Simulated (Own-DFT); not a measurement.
InAs (zincblende, strongly disordered by large displacements), GaP (zincblende, strongly disordered by large displacements) (calculated)

All values are calculated (Own-DFT development build). A calculation, not a measurement: plane-wave PBE density functional theory by an unreviewed code, no spin, of a simulated periodic cell, stress positive in tension, free energy of the whole cell less one offset for each atom, forces on such cells passed a denser k mesh, this cell's mesh not checked; broken bonds can close the gap or carry spin, so checks made on this kind of crystal may not hold here; offsets are fitted by least squares, one for each functional and potential file, so energies compare only between cells with the same atoms and settings and are not formation energies; the far tail of each file's local potential was reset to the Coulomb form; each entry is a single point on an unrelaxed cell, so the pressure reflects the starting lattice, mostly measured values (interpolated for alloys), from which strain is counted, and rises with the displacements; printed positions are rounded, which can move forces by about a meV/angstrom; the program, named Own-DFT, is a retired in-house code; no spin-orbit coupling.

Common to all runs: functional PBE; potential files PseudoDojo norm-conserving, scalar-relativistic, standard set; wave cutoff 42 hartree; occupations Fermi-Dirac; smearing width 0.1 eV; k mesh 3 x 3 x 3 centred on Gamma.

(1) 
```xyz
64
Lattice="12.1166 0.0000 0.0000 0.0000 12.1166 0.0000 0.0000 0.0000 12.1166" Properties=species:S:1:pos:R:3:force_x:R:1:force_y:R:1:force_z:R:1 formula=InAs hardware=one_NVIDIA_H200 free_energy_of_cell_above_offsets=2.937 pressure=10.01 stress_xx=-10.84 stress_yy=-10.6 stress_zz=-8.58 stress_yz=-3.88 stress_xz=1.91 stress_xy=2.65 wall_time=1210
In     0.1053     0.1449     0.3633     -5.641     -6.066     -5.471
In     0.0059     3.0252     3.1785     -0.728     -0.221     -1.865
In     3.1121    11.9412     2.6649     -5.164      6.449      6.614
In     2.9235     2.9515    12.0604      -0.27      1.663       0.79
As     1.4429     1.3876     1.4218      4.844      5.246      4.968
As     1.7205     4.2407     4.4164     -2.259      2.486     -0.584
As     4.7556     1.5259     4.6034     -2.062      -0.66      0.061
As     4.5234     4.6463     1.6091      1.023     -0.998     -1.667
In     0.1602     0.4455     6.3577     -6.535     -4.343     -5.179
In    11.7781     3.1033     8.7646      1.465     -0.232       0.59
In     3.0878    11.9947     9.3460      2.027      0.871     -1.877
In     2.9716     3.2026     6.0345      2.841     -2.217      3.261
As     1.7195     1.1865     7.5699        5.5      5.104      3.996
As     1.2287     4.5255    10.6562      3.501     -3.414     -4.329
As     4.3697     1.6526    10.4888       0.26       -0.9      1.313
As     4.7158     4.8039     7.9014      1.829     -2.853     -3.222
In     0.1779     5.8449    12.0958     -1.347      4.567      2.119
In     0.2641     9.0116     2.9698     -1.591     -0.213     -0.032
In     3.0923     5.9366     3.2020     -0.491      1.352     -0.983
In     3.2521     9.1636    12.0699     -1.223      -1.34     -2.143
As     1.5746     7.5715     1.3644      0.954     -0.793      0.145
As     1.6816    10.4864     4.3945     -0.452      1.295      1.192
As     4.4998     7.5004     4.7169      1.435     -0.163     -1.276
As     4.2890    10.6419     1.5604      7.644     -5.629     -3.991
In    11.7381     6.3992     6.3319      5.035      3.113     -2.145
In     0.0575     8.7566     8.9835     -5.365      5.095      3.618
In     3.1734     5.9568     9.1624     -3.458      -0.39      1.964
In     2.8057     8.7626     6.0114     -0.206      1.626      1.754
As     1.4522     7.4379     8.0097      4.158     -3.819     -5.088
As     1.5721    10.5465    10.2586     -2.676     -2.093      3.439
As     4.5740     7.6174    10.1822      0.816      0.527      2.981
As     4.6217    10.6861     7.6907      0.154     -1.281     -1.019
In     5.8217     0.1547     0.1465      0.412     -0.516     -0.684
In     6.0439     2.9218     3.0426     -0.408      1.987      0.236
In     9.2693    12.0795     3.3193     -1.436     -1.772     -2.685
In     8.9456     2.9631    11.9580      3.966     -2.326      2.107
As     7.5007     1.6685     1.5470      1.501     -1.961     -0.331
As     7.8292     4.2945     4.7915     -4.928      5.193       -3.6
As    10.3895     1.6764     4.5854       10.9     -6.785     -5.564
As    10.8029     4.5517     1.3206     -2.611     -1.556      2.376
In     6.1858    12.0334     5.9896     -2.596      0.256      1.306
In     6.0715     2.9603     9.3432      -0.35     -0.138     -2.757
In     8.9457     0.1545     8.9628      0.031      -1.01      1.534
In     9.0701     2.7447     5.6354     -5.477      2.977      10.93
As     7.3758     1.4807     7.4762      1.054      1.742      0.511
As     7.5229     4.2755    10.7513      6.709     -4.999      -7.56
As    10.8049     1.4657    10.4976     -1.397     -0.162       0.52
As    10.5895     4.8994     7.4022     -3.382     -6.349      1.879
In     6.3722     5.6542    11.6520     -8.965       9.94      6.547
In     6.3199     8.8573     2.9726     -1.748      0.609      0.681
In     8.9638     5.9406     3.0761      0.632      0.451     -1.005
In     9.1543     8.9957    12.0872     -1.267      1.323      -1.82
As     7.3754     7.7489     1.0423     -0.487     -2.558      0.921
As     7.4446    10.5820     4.5992      0.554     -0.564      -2.45
As    10.5090     7.6309     4.6817      0.071      0.406     -2.962
As    10.5173    10.3385     1.3942      1.921      2.488      2.291
In     6.2055     5.9864     5.9107     -0.276     -0.447      0.907
In     6.3502     8.7486     8.7970     -3.041      3.996      1.801
In     9.2061     6.1332     9.0152     -0.683     -0.887      1.299
In     9.1379     9.3578     5.8191      0.876     -0.469      2.576
As     7.6339     7.3516     7.6214      2.368     -1.254     -4.077
As     7.1680    10.3651    10.6310      1.397      1.287      0.428
As    10.4262     7.3677    10.7725       2.16     -0.008     -0.438
As    10.5937    10.7273     7.6826      0.483     -0.663      -0.85
```

Units: free_energy_of_cell_above_offsets in eV; pressure, stress_xx, stress_yy, stress_zz, stress_yz, stress_xz, stress_xy in GPa; wall_time in s; force_x, force_y, force_z in eV/Å.

(2) 
```xyz
64
Lattice="10.9010 0.0000 0.0000 0.0000 10.9010 0.0000 0.0000 0.0000 10.9010" Properties=species:S:1:pos:R:3:force_x:R:1:force_y:R:1:force_z:R:1 formula=GaP hardware=one_NVIDIA_H100 free_energy_of_cell_above_offsets=-6.602 pressure=8.95 stress_xx=-8.37 stress_yy=-10.07 stress_zz=-8.43 stress_yz=1.5 stress_xz=1.86 stress_xy=-1.77 wall_time=554.2
Ga     0.0789    10.4806    10.7949     -1.347      2.248       1.27
Ga     0.2343     2.6603     2.7378     -0.547     -0.516     -1.259
Ga     2.5609     0.1178     2.9555      3.313       3.06     -5.742
Ga     2.4629     2.6502    10.5785      4.176      1.249     -0.381
P      1.5103     1.3138     0.9554     -2.314     -2.881      3.766
P      1.4476     4.2338     3.9902     -1.407     -3.811      1.894
P      3.9800     1.5306     3.8796     -0.151     -0.718      3.415
P      4.0291     4.1327     1.4312     -1.375     -2.346      0.942
Ga    10.3793    10.6346     5.5949      4.117      4.383      -4.61
Ga     0.2882     2.5212     8.3731     -1.245     -1.303     -2.801
Ga     2.6549     0.1988     7.9275      0.408      0.002      1.382
Ga     2.6359     2.7942     5.7586      1.923       1.33     -3.058
P      1.2931     1.2886     6.4264     -2.167     -1.509      2.269
P      1.2647     4.0748     9.4209      0.329      2.705      1.088
P      4.3562     1.3965     9.4066     -2.746      0.799     -0.194
P      4.1803     4.1084     6.8170     -0.573      0.781     -0.259
Ga    10.7047     5.3910     0.2331      3.633      4.837     -3.654
Ga     0.1123     8.3164     2.7591      0.373     -1.015     -0.274
Ga     2.6192     5.4379     2.8233      3.563       1.09      -1.92
Ga     2.5401     8.0360    10.6136      3.041     -0.135      1.933
P      1.7779     6.7517     1.3143     -4.487      0.467     -0.017
P      1.5556     9.7001     4.0218     -5.025     -3.624      3.765
P      4.0767     6.8037     4.0409      3.425     -3.848     -0.518
P      4.0363     9.4291     1.4188     -0.957      0.967     -1.024
Ga     0.2179     5.2733     5.4639     -3.217      0.144      0.711
Ga    10.8056     8.0795     8.0678     -0.137     -1.313     -1.055
Ga     2.6119     5.3445     8.0800      1.041      0.614      0.332
Ga     2.7914     8.0311     4.9420     -3.116      3.207      4.375
P      1.4372     6.7149     6.6310      0.149      1.881      0.282
P      1.3101     9.2282     9.3855     -0.581      2.844     -1.983
P      4.0235     6.6863     9.5358     -0.313     -1.533     -0.056
P      4.1045     9.7264     6.9134     -2.588     -4.732      2.229
Ga     5.3728    10.7519    10.6990     -0.132      0.602      2.692
Ga     5.4664     2.8408     2.9723      1.491      1.027     -1.967
Ga     8.0711    10.8861     2.5768      0.691      0.188      3.269
Ga     8.3974     2.5068    10.8855     -3.482      3.364      2.689
P      7.2055     1.3132     1.3697     -5.685      3.296     -2.956
P      6.8874     4.3870     4.1068     -0.331     -1.199      1.155
P      9.3352     1.3996     3.8704      2.364      -1.43      0.536
P      9.7531     3.9028     1.1260     -2.866     -2.447      4.684
Ga     5.1861    10.6452     5.5148      3.834      3.942     -4.303
Ga     5.5846     2.8764     8.0409     -1.572     -0.981      0.404
Ga     8.1015     0.2001     8.0694      2.343     -3.228      3.641
Ga     8.2233     2.6751     5.2722     -1.657      0.907      1.295
P      6.8690     1.4195     7.0873     -2.522      1.424     -6.293
P      6.9070     4.0090     9.2827      0.068      0.532      3.804
P      9.4689     1.6362     9.4923      3.704     -5.936     -3.982
P      9.7069     3.5559     6.7855      0.132      2.925     -0.168
Ga     5.3105     5.0047    10.8688       2.24      2.497     -1.226
Ga     5.3482     8.2100     2.9088       0.21     -0.906     -2.493
Ga     8.2754     5.5575     2.6438      0.353     -0.353     -0.203
Ga     8.2812     8.3675     0.0075     -1.275     -1.754      0.155
P      6.7352     6.8039     1.5645      0.019      0.079     -2.399
P      6.6953     9.6864     3.7285     -0.099     -0.207      4.501
P      9.4546     7.0432     4.1152      3.182     -3.098     -1.428
P      9.4050     9.6143     1.6716      3.984     -2.737     -3.811
Ga     5.5562     5.7764     5.8111     -0.525     -1.003     -2.108
Ga     5.2264     8.0941     8.3216      0.931      0.318     -1.476
Ga     8.1384     5.3376     8.0326      0.531      -1.23     -1.907
Ga     8.4226     8.4268     5.2952     -5.517     -1.514     -2.928
P      7.0178     7.0291     6.9213      -0.59      0.879     -0.219
P      6.6220     9.3881     9.5379      2.687      0.569     -0.567
P      9.4143     6.6235     9.2137      1.792      1.776      3.456
P      9.2633     9.4623     6.7755      0.501      0.374      7.307
```

Units: free_energy_of_cell_above_offsets in eV; pressure, stress_xx, stress_yy, stress_zz, stress_yz, stress_xz, stress_xy in GPa; wall_time in s; force_x, force_y, force_z in eV/Å.

(3) 
```xyz
64
Lattice="10.9010 0.0000 0.0000 0.0000 10.9010 0.0000 0.0000 0.0000 10.9010" Properties=species:S:1:pos:R:3:force_x:R:1:force_y:R:1:force_z:R:1 formula=GaP hardware=one_NVIDIA_H100 free_energy_of_cell_above_offsets=1.044 pressure=10.65 stress_xx=-10.65 stress_yy=-9.1 stress_zz=-12.2 stress_yz=-0.55 stress_xz=1.44 stress_xy=-1.59 wall_time=564.1
Ga    10.8641     0.0246     0.0823      2.179      1.572     -2.128
Ga    10.6711     2.4150     2.7208      4.222      0.664      -1.69
Ga     2.7184    10.8799     2.6316     -0.797      1.164       2.29
Ga     2.9741     2.9758    10.7200     -2.727      -1.54     -0.799
P      1.5358     1.3893     1.4247     -1.423      1.156     -1.962
P      1.1941     4.0509     3.8636      0.297     -0.307      2.004
P      4.0167     1.4085     4.0933      2.084      -1.21     -0.625
P      4.0370     4.2450     1.2128     -0.299      -1.81      3.662
Ga    10.8812    10.6649     5.6215      2.692      2.575     -2.282
Ga    10.6784     2.7875     8.2359      3.143      -3.04      0.958
Ga     2.8464    10.8872     7.9938     -2.141     -0.541      -0.45
Ga     2.7532     2.7440     5.3574     -1.265      0.893     -0.367
P      1.4386     1.4712     6.7619     -1.127     -1.636      0.655
P      1.2608     4.1329     9.1501     -1.757     -1.957      5.409
P      3.8302     1.1462     9.6145      1.817      1.162     -0.247
P      3.8281     4.0611     6.9505      2.993     -0.472     -1.679
Ga    10.7545     5.0220     0.3107      2.569      2.967     -2.509
Ga     0.1676     8.1860     2.7736     -2.583     -2.757     -2.545
Ga     2.7203     5.3280     2.7783     -0.402      1.292     -0.303
Ga     3.0272     8.2098    10.7466     -2.009          0      1.107
P      1.5436     6.8007     1.2571     -1.098      -0.31      0.299
P      1.4740     9.2675     3.9631     -0.811       4.96      0.212
P      4.1087     6.9104     3.9324     -1.532     -2.388      2.499
P      4.1435     9.6694     1.5713     -0.083     -1.436     -2.192
Ga     0.0362     5.4754     5.7633     -3.328     -4.411     -4.523
Ga    10.8427     8.2137     8.0971     -3.068     -4.019     -3.463
Ga     2.6081     5.3477     8.2060      1.639      4.236     -1.252
Ga     2.6452     8.4348     5.4147     -1.685     -6.097     -1.447
P      1.2699     6.6968     6.6266      5.269      5.531      4.119
P      1.1574     9.1515     9.3465      4.823      4.888      4.444
P      4.1961     6.6063     9.6861     -0.839      1.363     -2.237
P      3.9447     9.2633     6.6444      2.507      3.825      3.686
Ga     5.1920    10.6863    10.8288      2.043      1.541     -0.144
Ga     5.8998     3.0334     2.6665     -6.202     -9.343     -9.262
Ga     8.0532    10.7086     2.7711       1.55     -2.169      3.837
Ga     8.2381     2.5255    10.6401      -4.13      3.997      5.361
P      7.2763     1.3011     1.6208     -3.636      3.497     -3.429
P      6.5758     4.1333     3.9369      4.719      4.618      9.046
P      9.7481     1.3353     4.1740     -3.769     -2.875      3.425
P      9.5776     3.9288     1.6949     -3.684      0.534     -0.754
Ga     5.4185    10.6314     5.5919      0.651      2.516     -1.291
Ga     5.4880     2.8866     8.3062     -0.803     -0.835     -0.666
Ga     8.3018    10.3779     8.2252     -3.045      7.772      4.926
Ga     8.0153     2.8409     5.5271      3.363      1.816     -3.265
P      6.9851     1.6355     6.7675     -3.482      -4.17      3.696
P      6.4236     4.2478     9.9948      8.588     -8.334       -8.1
P      9.4278     1.5077     9.4602      3.112     -5.567     -2.331
P      9.7734     3.8705     6.7997     -4.545      3.133      -2.69
Ga     5.4353     5.3610     0.1630     -2.513      9.454      6.351
Ga     5.2847     8.2753     2.8011      1.991     -1.117      -1.72
Ga     8.1778     5.3426     3.2782       2.64      2.665      -2.53
Ga     8.3033     8.3082    10.6089     -0.894      0.206       2.11
P      6.9366     7.0132     1.5011     -0.192     -0.619     -0.536
P      6.7120     9.1084     4.2723     -0.405      4.337     -2.205
P      9.5917     6.8133     4.4719      -0.97      0.788     -0.867
P      9.7072     9.8629     1.5160     -1.324     -3.639      0.387
Ga     5.6497     5.4854     5.2956     -3.244      1.886      2.026
Ga     5.1236     8.2646     8.1597      1.393     -2.428      1.241
Ga     8.0219     5.3788     8.4351     -0.308     -0.399     -0.693
Ga     7.7910     8.1198     5.7286      4.361     -1.041      0.971
P      6.6370     6.7822     6.9720     -0.415     -1.555      1.194
P      6.7076     9.6933     9.1895     -4.295     -2.319      3.859
P      9.4877     6.7369     9.5118      1.208     -0.482      0.318
P      9.4580     9.7778     6.9361      4.977     -6.184     -6.909
```

Units: free_energy_of_cell_above_offsets in eV; pressure, stress_xx, stress_yy, stress_zz, stress_yz, stress_xz, stress_xy in GPa; wall_time in s; force_x, force_y, force_z in eV/Å.
